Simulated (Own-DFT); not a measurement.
Simulation results for Al₃GaN₄ (wurtzite random alloy, strained, atoms displaced)

All values are calculated (Own-DFT development build). A calculation, not a measurement: plane-wave PBE density functional theory by an unreviewed code, no spin, of a simulated periodic cell, stress positive in tension, free energy of the whole cell less one offset for each atom, forces on such cells passed a denser k mesh, this cell's mesh not checked; offsets are fitted by least squares, one for each functional and potential file, so energies compare only between cells with the same atoms and settings and are not formation energies; the far tail of each file's local potential was reset to the Coulomb form; each entry is a single point on an unrelaxed cell, so the pressure reflects the starting lattice, mostly measured values, from which strain is counted, and rises with the displacements; printed positions are rounded, which can move forces by about a meV/angstrom; the program is a retired in-house code; no spin-orbit coupling.

Settings shared by all entries: functional PBE; potential files PseudoDojo norm-conserving, scalar-relativistic, standard set with the stringent files for Ga; wave cutoff 96 hartree; occupations Gaussian; smearing width 0.01 eV; k mesh 4 x 4 x 3 centred on Gamma.

(1) Al₃GaN₄ (wurtzite random alloy, strained, atoms displaced)

```
CELL_PARAMETERS angstrom
9.58160 0.00000 0.00000
-4.79080 8.29790 0.00000
0.00000 0.00000 10.06550
ATOMIC_POSITIONS crystal
Al 0.11240 0.21139 0.99616
Al 0.23085 0.11153 0.24757
N 0.11278 0.22437 0.19020
N 0.22397 0.10507 0.43475
Al 0.11468 0.22429 0.49720
Al 0.22675 0.10929 0.75119
N 0.10252 0.22338 0.69242
N 0.21934 0.10459 0.94957
Al 0.11114 0.55738 0.00334
Al 0.22251 0.43988 0.25100
N 0.11032 0.55337 0.17852
N 0.23062 0.44371 0.42949
Al 0.10665 0.56196 0.49887
Al 0.22093 0.43752 0.74664
N 0.11219 0.55573 0.69165
N 0.22072 0.44009 0.94688
Ga 0.09912 0.88868 0.98249
Ga 0.23128 0.79026 0.25103
N 0.11933 0.89206 0.19041
N 0.22911 0.77220 0.42908
Ga 0.11035 0.88951 0.49863
Al 0.21181 0.78439 0.75202
N 0.10432 0.88695 0.69936
N 0.21997 0.77070 0.93995
Al 0.45291 0.23228 0.99997
Ga 0.54886 0.11280 0.25410
N 0.44233 0.21850 0.19697
N 0.54349 0.10150 0.44035
Al 0.45029 0.21943 0.50243
Ga 0.55446 0.11131 0.75606
N 0.44692 0.22983 0.68712
N 0.56024 0.11290 0.94830
Al 0.45503 0.55835 0.99562
Al 0.54925 0.43936 0.23861
N 0.43468 0.54961 0.18812
N 0.56060 0.44277 0.43812
Al 0.44612 0.55610 0.49701
Al 0.56809 0.44879 0.75873
N 0.44325 0.55885 0.69386
N 0.56515 0.44391 0.93617
Ga 0.44281 0.87844 0.00138
Al 0.55697 0.77620 0.25598
N 0.44956 0.88244 0.19972
N 0.55809 0.78214 0.44004
Al 0.44420 0.88280 0.50556
Al 0.55669 0.77641 0.74271
N 0.43952 0.88638 0.68960
N 0.56039 0.77610 0.94298
Al 0.76827 0.22356 0.00088
Ga 0.89692 0.11259 0.25288
N 0.77545 0.21621 0.18902
N 0.88901 0.11592 0.44252
Al 0.78055 0.22063 0.49725
Al 0.90025 0.11361 0.75091
N 0.79028 0.22882 0.69501
N 0.89343 0.12001 0.94073
Al 0.78404 0.55127 0.99137
Al 0.88367 0.43378 0.24804
N 0.76847 0.55745 0.18873
N 0.89581 0.45257 0.44620
Al 0.78128 0.57153 0.49763
Al 0.89274 0.44591 0.75306
N 0.78002 0.55104 0.69700
N 0.89116 0.44709 0.93001
Al 0.77834 0.88473 0.00344
Ga 0.88473 0.77832 0.24485
N 0.77516 0.88810 0.19107
N 0.89173 0.77368 0.44780
Al 0.76842 0.88927 0.49711
Ga 0.88836 0.77633 0.74454
N 0.77410 0.88028 0.68739
N 0.89070 0.78110 0.94117
```

| Quantity | Value |
| --- | --- |
| free energy of cell above offsets | -22.521 eV |
| pressure | -1.33 GPa |
| stress xx | 3.31 GPa |
| stress yy | 3.79 GPa |
| stress zz | -3.1 GPa |
| stress yz | 0.39 GPa |
| stress xz | -0.12 GPa |
| stress xy | -1.4 GPa |

Force:
```tsv
element	x (eV/Å)	y (eV/Å)	z (eV/Å)
Al	-1.781	2.07	0.981
Al	-1.938	-0.644	-0.137
N	1.497	-0.62	-0.206
N	-0.337	1.552	1.189
Al	0.161	-0.032	-0.161
Al	-0.833	0.93	-0.033
N	3.105	-0.252	-1.212
N	1.421	2.513	-2.192
Al	0.682	-0.982	-2.002
Al	-1.053	0.594	-2.178
N	-0.486	-0.71	3.174
N	-0.863	-0.027	2.673
Al	1.639	-0.494	0.227
Al	-0.641	1.547	1.334
N	-0.08	0.647	-0.447
N	0.986	0.026	-1.281
Ga	3.337	-0.707	3.049
Ga	-0.241	-1.938	-2.198
N	-1.586	0.602	-0.585
N	-0.404	0.253	4.084
Ga	1.076	-0.252	-0.224
Al	2.731	-1.993	0.071
N	1.261	1.808	-0.917
N	-0.561	0.655	-0.675
Al	-0.226	-1.974	0.521
Ga	1.901	-1.19	-0.599
N	-0.526	1.507	-2.196
N	1.56	0.548	1.809
Al	-0.911	0.745	-0.918
Ga	0.999	0.255	-0.912
N	-0.45	-0.457	1.319
N	-1.789	-0.141	-0.137
Al	-1.797	-0.729	0.392
Al	-0.121	0.95	1.783
N	1.669	0.781	-0.06
N	-0.569	0.374	0.032
Al	0.445	-0.63	0.169
Al	-1.342	-0.19	-2.91
N	0.901	-0.871	-0.61
N	-0.72	0.12	1.836
Ga	-0.391	0.525	0.623
Al	-0.166	-0.615	-1.287
N	0.194	0.86	-1.166
N	-0.036	-0.93	0.719
Al	-0.879	0.451	-1.237
Al	-0.595	0.16	1.253
N	-0.068	-0.208	0.681
N	0.768	-0.171	-1.133
Al	2.814	0.424	-0.301
Ga	-0.622	-0.098	-0.927
N	-0.568	0.951	0.19
N	0.766	-0.873	0.793
Al	-1.169	1.017	1.088
Al	-2.622	-0.977	0.571
N	-0.562	-1.028	-0.914
N	0.044	-1.549	0.26
Al	-0.256	1.125	1.11
Al	0.251	1.777	0.224
N	1.29	-1.535	-1.053
N	-1.224	-1.225	-1.276
Al	0.588	-3.843	0.831
Al	0.63	-0.26	-2.088
N	-0.293	0.16	-1.112
N	-0.033	-0.416	2.809
Al	-0.634	1.316	-0.72
Ga	1.611	0.035	0.595
N	-0.499	-0.141	0.077
N	-1.908	2.15	-1.01
Al	1.877	0.484	0.479
Ga	-1.213	-0.792	0.649
N	-0.818	1.591	-0.285
N	-2.391	-2.008	-0.3
```

(2) Al₃GaN₄ (wurtzite random alloy, strained, atoms displaced)

```
CELL_PARAMETERS angstrom
9.58160 0.00000 0.00000
-4.79080 8.29790 0.00000
0.00000 0.00000 10.06550
ATOMIC_POSITIONS crystal
Ga 0.10944 0.23021 0.99392
Al 0.22394 0.11182 0.25649
N 0.11096 0.22202 0.19632
N 0.21895 0.11967 0.43846
Ga 0.10979 0.22084 0.49914
Al 0.21777 0.10386 0.75210
N 0.11343 0.22738 0.69175
N 0.22202 0.10339 0.94313
Al 0.11268 0.55555 0.99525
Ga 0.21521 0.43794 0.25648
N 0.11801 0.55519 0.18763
N 0.22683 0.44255 0.44689
Al 0.11342 0.56418 0.49901
Al 0.22172 0.43856 0.74201
N 0.10608 0.55607 0.69862
N 0.21855 0.44851 0.94580
Al 0.11056 0.89167 0.00268
Al 0.22965 0.78276 0.25221
N 0.11150 0.88850 0.19657
N 0.21657 0.79315 0.44060
Al 0.11344 0.89425 0.49264
Al 0.23025 0.79001 0.75301
N 0.11417 0.88216 0.69459
N 0.22162 0.77997 0.92718
Al 0.43912 0.21258 0.99604
Ga 0.55234 0.11367 0.24877
N 0.45061 0.22670 0.19276
N 0.55830 0.11562 0.44385
Al 0.44005 0.22026 0.50064
Al 0.55461 0.12156 0.74365
N 0.44325 0.22642 0.69377
N 0.55506 0.11525 0.93861
Al 0.43512 0.55271 0.99610
Ga 0.54842 0.44290 0.24502
N 0.44098 0.55507 0.19248
N 0.55859 0.45510 0.43365
Ga 0.44133 0.54930 0.49574
Ga 0.55350 0.44580 0.76204
N 0.44065 0.56147 0.68974
N 0.54479 0.44091 0.94520
Al 0.45518 0.89120 0.99685
Al 0.55171 0.77876 0.25307
N 0.44282 0.88143 0.19029
N 0.55969 0.78604 0.44993
Al 0.44754 0.89483 0.50668
Al 0.55710 0.78331 0.75649
N 0.43521 0.88344 0.69185
N 0.54239 0.77553 0.94349
Al 0.75883 0.20182 0.00023
Al 0.89521 0.12408 0.25582
N 0.78151 0.21966 0.19146
N 0.88649 0.11432 0.43956
Al 0.78005 0.21884 0.50263
Al 0.88745 0.10617 0.75421
N 0.77366 0.21919 0.68861
N 0.88489 0.11292 0.94278
Ga 0.77099 0.54698 0.00668
Al 0.87374 0.44457 0.25108
N 0.78732 0.55802 0.19998
N 0.88827 0.44047 0.43853
Al 0.77836 0.55949 0.49857
Ga 0.89990 0.45630 0.74186
N 0.78488 0.56038 0.69000
N 0.89402 0.45002 0.93285
Al 0.77473 0.87969 0.00320
Al 0.88941 0.77418 0.25539
N 0.77567 0.90095 0.19731
N 0.89565 0.78608 0.44243
Al 0.76707 0.88892 0.50436
Al 0.88177 0.77421 0.75696
N 0.77372 0.88054 0.68940
N 0.89510 0.78293 0.93432
```

| Item | Value |
| --- | --- |
| free energy of cell above offsets | -22.680 eV |
| pressure | -1.28 GPa |
| stress xx | 1.74 GPa |
| stress yy | 5.12 GPa |
| stress zz | -3.02 GPa |
| stress yz | -0.28 GPa |
| stress xz | -0.08 GPa |
| stress xy | 0.84 GPa |

Force:
```tsv
element	x (eV/Å)	y (eV/Å)	z (eV/Å)
Ga	0.522	-1.081	1.403
Al	-0.525	0.086	-1.742
N	0.488	-1.08	-0.4
N	2.347	-1.167	0.641
Ga	-1.169	0.224	0.553
Al	-0.038	0.049	-0.304
N	0.086	-1.998	1.062
N	-0.485	0.993	-0.451
Al	-1.157	0.919	0.336
Ga	0.195	0.888	-0.832
N	-1.93	0.881	0.458
N	-2.439	0.834	0.017
Al	-0.181	-0.402	0.448
Al	-1.052	1.854	1.034
N	3.828	1.657	-2.485
N	1.075	0.038	-1.991
Al	0.826	-1.117	-0.14
Al	-0.803	-1.109	-0.674
N	0.111	0.3	-0.589
N	3.234	-1.684	-0.268
Al	-1.536	0.501	1.891
Al	-0.714	-1.996	-1.403
N	-1.9	1.542	-1.152
N	0.47	0.323	4.135
Al	-0.5	0.835	0.875
Ga	1.504	-0.821	0.543
N	-1.595	-1.331	-1.37
N	-0.544	-0.305	0.751
Al	0.278	1.126	-0.134
Al	0.946	-1.053	0.309
N	-0.541	-0.81	-0.637
N	-0.378	-1.172	-0.39
Al	-0.099	0.245	1.253
Ga	0.432	0.992	0.324
N	0.007	1.096	-0.916
N	1.474	-1.708	1.46
Ga	0.464	1.732	1.049
Ga	0.256	0.823	-2.558
N	0.471	-0.104	1.262
N	0.045	-0.295	1.626
Al	-3.31	0.048	0.563
Al	0.941	-0.037	0.315
N	-0.438	0.873	-0.458
N	-1.549	-0.535	-1.456
Al	-0.482	-0.314	-0.758
Al	-0.649	-0.777	-1.374
N	1.654	1.813	0.163
N	2.98	-0.496	-0.494
Al	1.812	3.034	0.261
Al	0.156	-1.385	-0.881
N	-1.245	0.985	-0.578
N	0.01	-0.813	0.9
Al	-0.716	0.908	-0.352
Al	-0.533	0.557	-0.747
N	0.475	-0.612	0.399
N	-0.213	-1.613	-0.545
Ga	1.131	0.573	-1.031
Al	4.145	-1.409	0.257
N	-2.479	1.022	-1.113
N	-0.251	0.637	0.597
Al	0.24	0.074	0.142
Ga	-1.972	-2.081	1.181
N	-1.791	0.189	-0.514
N	-0.468	-1.353	1.975
Al	-0.257	1.105	0.512
Al	-0.646	1.515	-0.115
N	1.013	-1.567	-0.713
N	-1.066	-0.599	0.2
Al	2.15	0.52	-0.831
Al	1.415	0.135	-2.359
N	-0.328	1.073	1.278
N	-1.206	-0.175	2.581
```

(3) Al₃GaN₄ (wurtzite random alloy, strained, atoms displaced)

```
CELL_PARAMETERS angstrom
9.58160 0.00000 0.00000
-4.79080 8.29790 0.00000
0.00000 0.00000 10.06550
ATOMIC_POSITIONS crystal
Al 0.11184 0.21872 0.99799
Al 0.21733 0.10724 0.24961
N 0.11752 0.22366 0.18943
N 0.21417 0.11129 0.42929
Ga 0.11007 0.22151 0.49712
Al 0.21886 0.11475 0.74460
N 0.10350 0.21619 0.69103
N 0.23081 0.11709 0.94193
Ga 0.10557 0.54896 0.99765
Al 0.21943 0.44271 0.24994
N 0.10221 0.55531 0.17946
N 0.21893 0.44069 0.44164
Al 0.11225 0.55989 0.49927
Al 0.20784 0.43522 0.74833
N 0.11982 0.55496 0.68484
N 0.22121 0.44749 0.93912
Al 0.11282 0.88609 0.99944
Al 0.21826 0.77375 0.25833
N 0.10444 0.88330 0.19033
N 0.22377 0.78062 0.43769
Al 0.10963 0.88902 0.49918
Ga 0.22122 0.77981 0.75275
N 0.12396 0.88648 0.69945
N 0.20954 0.77388 0.94594
Al 0.45002 0.22445 0.00119
Al 0.56003 0.11452 0.24747
N 0.45030 0.23301 0.18660
N 0.54868 0.10897 0.43780
Al 0.44886 0.22004 0.49118
Al 0.55614 0.11644 0.74951
N 0.44428 0.22684 0.68816
N 0.56627 0.12016 0.94054
Ga 0.44584 0.55694 0.00271
Al 0.55528 0.45019 0.25420
N 0.43683 0.54828 0.19460
N 0.56010 0.45684 0.43270
Ga 0.45743 0.56438 0.50041
Al 0.56282 0.45250 0.74401
N 0.44143 0.54675 0.68142
N 0.55206 0.44193 0.94330
Ga 0.44685 0.88660 0.99176
Al 0.55191 0.78562 0.25392
N 0.43636 0.88127 0.18828
N 0.55614 0.78637 0.44149
Al 0.43401 0.88721 0.50089
Al 0.54012 0.77012 0.75709
N 0.44209 0.88551 0.68381
N 0.55568 0.77007 0.93437
Al 0.76721 0.22243 0.00104
Ga 0.87405 0.09863 0.25250
N 0.78363 0.22289 0.19156
N 0.89131 0.12344 0.43697
Al 0.77665 0.22303 0.49752
Al 0.88473 0.10736 0.74562
N 0.77550 0.22110 0.69248
N 0.89854 0.11734 0.93487
Al 0.77558 0.55259 0.99401
Al 0.88907 0.45097 0.24896
N 0.77953 0.55790 0.18832
N 0.88426 0.44739 0.43773
Al 0.77240 0.54443 0.49004
Al 0.88296 0.43230 0.76066
N 0.77411 0.55175 0.70075
N 0.89967 0.45556 0.94836
Ga 0.77916 0.89190 0.00313
Ga 0.88718 0.78032 0.24640
N 0.77715 0.88847 0.19689
N 0.89226 0.77792 0.43927
Al 0.77495 0.89000 0.49706
Al 0.87997 0.76799 0.74986
N 0.78562 0.89493 0.69066
N 0.88210 0.78237 0.94013
```

| Property | Result |
| --- | --- |
| free energy of cell above offsets | -22.588 eV |
| pressure | -1.26 GPa |
| stress xx | 2.52 GPa |
| stress yy | 5.25 GPa |
| stress zz | -3.99 GPa |
| stress yz | -0.5 GPa |
| stress xz | -0.26 GPa |
| stress xy | 1.09 GPa |

Force:
```tsv
element	x (eV/Å)	y (eV/Å)	z (eV/Å)
Al	0.307	0.736	0.507
Al	0.239	0.451	-1.912
N	-0.703	-0.32	-0.272
N	2.094	-0.781	2.144
Ga	-0.108	0.417	0.072
Al	1.066	-0.448	1.106
N	0.122	0.265	0.245
N	-0.175	-0.877	-0.503
Ga	1.983	1.433	0.055
Al	-0.533	-0.361	-0.192
N	1.053	0.141	4.094
N	-0.513	1.704	-0.758
Al	0.336	-0.876	-0.23
Al	1.761	0.5	-0.081
N	-1.911	-0.642	0.698
N	0.623	-1.227	-0.841
Al	-1.558	1.029	0.146
Al	-0.469	-0.096	-2.936
N	1.544	1.096	-0.147
N	-0.644	-0.486	1.186
Al	-0.011	0.215	0.346
Ga	1.742	-1.599	0.519
N	-4.235	1.656	-2.377
N	1.765	0.597	-0.729
Al	-1.065	0.17	-0.335
Al	-0.835	-0.19	-0.484
N	0.497	-1.293	1.338
N	1.18	-0.041	0.003
Al	-2.015	0.814	0.697
Al	-0.365	-0.586	-0.607
N	0.407	-0.251	-0.611
N	-1.654	-0.996	-0.856
Ga	-0.364	-1.212	0.202
Al	0.288	-0.182	-2.426
N	0.163	1.75	0.625
N	1.348	-2.038	1.331
Ga	-1.93	-0.396	-1.07
Al	-1.605	-1.528	1.157
N	-0.488	0.82	3.089
N	1.247	0.093	-1.21
Ga	-1.058	-0.257	0.897
Al	0.499	-1.53	-0.489
N	0.228	1.27	0.688
N	-0.133	0.65	-0.327
Al	1.271	0.387	-0.466
Al	1.362	0.028	-3.019
N	0.606	1.027	1.617
N	-0.554	1.215	1.041
Al	3.485	1.04	0.535
Ga	1.796	2.547	-0.734
N	-2.059	0.439	-0.498
N	-0.84	-1.818	1.654
Al	-0.248	0.28	0.152
Al	0.237	0.07	0.619
N	-0.046	-0.069	-0.517
N	-1.655	0.082	0.552
Al	-0.554	1.055	0.829
Al	0.345	-0.505	-0.733
N	-0.715	-0.952	-0.173
N	1.231	-0.69	0.253
Al	-0.363	2.175	1.331
Al	0.288	1.65	-1.22
N	1.503	-0.158	-1.57
N	-3.389	-2.978	-1.824
Ga	-0.156	0.633	-0.69
Ga	0.719	-0.85	0.367
N	-1.914	-1.285	-0.701
N	-0.794	-0.274	1.414
Al	0.684	0.407	0.696
Al	0.451	1.734	0.148
N	-0.846	-1.524	-0.63
N	2.032	-1.259	-0.186
```
